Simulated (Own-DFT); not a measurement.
# Same atoms, different arrangement: C16Si16, 32 atoms

Calculated results; nothing here was measured. They come from Own-DFT, an in-house plane-wave density functional program, since retired, whose code no person has reviewed. Each row is one single-point run on a periodic cell that was not relaxed, without spin or spin-orbit coupling.

Settings of every run: PBE; PseudoDojo norm-conserving scalar-relativistic files; cutoff 42 hartree; 5 x 5 x 3 k mesh centred on Gamma; Fermi-Dirac smearing of 0.1 eV.

Known limits: forces on such cells passed a denser k mesh, each cell not checked; stress not checked against mesh or cutoff.

All cells hold the same atoms in the same cell, with vectors in Å (6.165, 0.000, 0.000); (-3.083, 5.339, 0.000); (0.000, 0.000, 10.068). Every atom was moved at random from its ideal site; u is the rms move along one axis. E is the free energy of the cell above the lowest run. The arrangements:

- A: 2H SiC
- B: 4H SiC

```
arrangement   u (Å)  E (eV)  P (GPa)
          A  0.0268   0.265     3.89
          A  0.0294   0.247     3.88
          A  0.0352   0.840     4.44
          A  0.0531   2.467     5.35
          A  0.0573   3.476     5.99
          A  0.0588   3.686     6.20
          B  0.0271   0.050     3.69
          B  0.0296   0.000     3.47
          B  0.0315   0.256     3.75
          B  0.0578   3.433     6.62
          B  0.0590   3.066     5.85
          B  0.0615   3.635     6.23
```

Question: once the cost of the random moves is taken out, how do the arrangements rank?

## Worked answer

Fit E = a + b u², with one b for all and one a for each arrangement, and with residuals divided by u², since the noise grows with the moves. Then b = 1209 eV/Å², the scatter at u = 0.04 Å is 0.16 eV, and against A:

- B: -0.25 ± 0.07 eV (lower)

These are energies of unrelaxed cells. Relaxing the atoms lowers the strained arrangements most, so the gaps would shrink and small ones could change sign.
